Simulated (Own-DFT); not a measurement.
# Around an empty site: hexagonal WC, 63 atoms (C32W31), with one W vacancy

These are calculations, not measurements. They come from Own-DFT, an in-house plane-wave density functional program, since retired, whose code no person has reviewed. Each row is one single-point run on a periodic cell that was not relaxed, without spin or spin-orbit coupling.

Settings of every run: PBE; PseudoDojo norm-conserving scalar-relativistic files; cutoff 50 hartree; 4 x 4 x 4 k mesh centred on Gamma; cold (Marzari-Vanderbilt) smearing of 0.2 eV.

Known limits: forces on such cells moved up to 12 meV/angstrom on a denser k mesh; stress not checked against mesh or cutoff.

Cell vectors in Å: (5.833, -5.052, -2.839); (0.000, -5.052, 8.518); (-5.833, -5.052, -2.839). Every atom was also moved at random, by a Gaussian of width 0.05 Å on each axis. The defect's site can differ from row to row. The empty site has 6 nearest neighbours, all C. For each, d is its distance from the empty site and R the part of its force along the line away from it, positive outwards. The last column is the rms force component on atoms over 4.5 Å away.

| run | d1 (Å) | d2 (Å) | d3 (Å) | d4 (Å) | d5 (Å) | d6 (Å) | R1 (eV/Å) | R2 (eV/Å) | R3 (eV/Å) | R4 (eV/Å) | R5 (eV/Å) | R6 (eV/Å) | far F (eV/Å) |
|---|---|---|---|---|---|---|---|---|---|---|---|---|---|
| 1 | 2.177 | 2.191 | 2.204 | 2.220 | 2.252 | 2.289 | 1.30 | 1.41 | 1.38 | 0.91 | 0.53 | -0.57 | 1.08 |
| 2 | 2.136 | 2.146 | 2.169 | 2.201 | 2.227 | 2.243 | 1.92 | 1.37 | 1.91 | 1.34 | 1.35 | 0.92 | 1.28 |
| 3 | 2.157 | 2.165 | 2.174 | 2.201 | 2.245 | 2.257 | 2.09 | 1.24 | 1.78 | 1.61 | 1.23 | 0.42 | 1.18 |
| 4 | 2.163 | 2.221 | 2.231 | 2.274 | 2.294 | 2.294 | 1.98 | 1.38 | 1.13 | 0.30 | 0.91 | 0.17 | 1.29 |
| 5 | 2.091 | 2.187 | 2.208 | 2.211 | 2.221 | 2.283 | 2.26 | 1.66 | 1.05 | 0.47 | 1.28 | 0.66 | 1.55 |
| 6 | 2.114 | 2.175 | 2.194 | 2.226 | 2.232 | 2.283 | 2.14 | 1.66 | 1.48 | 0.95 | 1.43 | 0.02 | 1.48 |
| 7 | 2.161 | 2.176 | 2.196 | 2.251 | 2.309 | 2.310 | 1.30 | 1.05 | 1.33 | 1.13 | -0.33 | -0.50 | 1.08 |
| 8 | 2.190 | 2.223 | 2.227 | 2.229 | 2.238 | 2.253 | 1.26 | 0.96 | 0.62 | 0.49 | 1.10 | 0.53 | 1.36 |
| 9 | 2.153 | 2.166 | 2.172 | 2.185 | 2.256 | 2.301 | 1.38 | 1.61 | 1.35 | 1.70 | 0.78 | 0.02 | 1.38 |
| 10 | 2.179 | 2.184 | 2.197 | 2.204 | 2.285 | 2.297 | ? | ? | ? | ? | ? | ? | ? |

## Worked fit

A straight line through the 54 neighbours shown gives R = 1.09 - 11.1 (d - 2.214) eV/Å, with a scatter of 0.33 left by the moves of the other atoms. The slope, with an error of 0.9, is the pull back towards the neighbour's own site. The constant, 1.09 ± 0.05 eV/Å, is the force at the mean distance: with one bond gone, the neighbours are pushed outwards, away from the empty site. It shows how a relaxation would start, not where it would end, and it depends somewhat on the width of the random moves.

## Withheld run

Question: what mean R should the neighbours of run 10 feel? Their mean d is 2.224 Å.

The line gives 0.98 ± 0.15 eV/Å, by the scatter of the means of the runs shown. The calculation gave R = 1.62, 1.65, 1.22, 1.61, -0.22, 0.67, a mean of 1.09 eV/Å.
